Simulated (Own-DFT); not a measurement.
# Shaking the atoms of beta-Si3N4, 112 atoms (N64Si48)

Calculated results; nothing here was measured. They come from Own-DFT, an in-house plane-wave density functional program, since retired, whose code no person has reviewed. Each row is one single-point run on a periodic cell that was not relaxed, without spin or spin-orbit coupling.

Settings of every run: PBE; PseudoDojo norm-conserving scalar-relativistic files; cutoff 42 hartree; 2 x 2 x 4 k mesh centred on Gamma; Fermi-Dirac smearing of 0.1 eV.

Known limits, some of them of some rows only: some atoms lie very close together; forces on such cells moved up to 12 meV/angstrom on a denser k mesh; stress not checked against mesh or cutoff.

Cell vectors in Å: (15.212, 0.000, 0.000); (-7.606, 13.174, 0.000); (0.000, 0.000, 5.818). In each run every atom was moved at random and independently from its ideal site; u is the rms move along one axis. E is the free energy for each atom above the fitted value at u = 0, and F the rms of the force components.

```
run   u (Å)  E (meV/atom)  F (eV/Å)  largest force (eV/Å)  P (GPa)
  1  0.0181          16.7     0.837                  3.40     5.48
  2  0.0201          17.9     0.830                  2.95     5.53
  3  0.0213          23.3     0.950                  3.01     5.60
  4  0.0485         106.2     1.978                  8.81     7.78
  5  0.0488         114.5     2.103                  9.34     7.94
  6  0.0971             ?         ?                     ?        ?
  7  0.1029         530.9     5.661                 40.30    18.06
  8  0.1480         905.2     6.662                 35.02    29.24
```

## Worked fit

For small independent moves the energy grows as E = (3/2) K u², with K the mean stiffness felt by one atom. The runs with u up to 0.11 Å give K = 32.1 ± 1.0 eV/Å², with residuals divided by u² + 0.0006 Å², since the noise grows with the moves. The scatter is 5.9 meV/atom at u = 0.05 Å. The forces follow F = G u with G = 45.4 eV/Å²; no force at u = 0 is resolved. G exceeds K because the moves of its neighbours add to the force on an atom, and stiffness differs between atoms. At u = 0.148 Å the parabola gives 1055 meV/atom and the run 905. The pressure follows P = 5.02 + 1228 u² GPa: at fixed volume, shortened bonds push harder than stretched ones pull.

## Withheld run

Question: what energy and rms force should run 6 give?

The fit gives 454 ± 24 meV/atom and about 4.41 eV/Å. The calculation gave 451.3 meV/atom and 4.578 eV/Å.
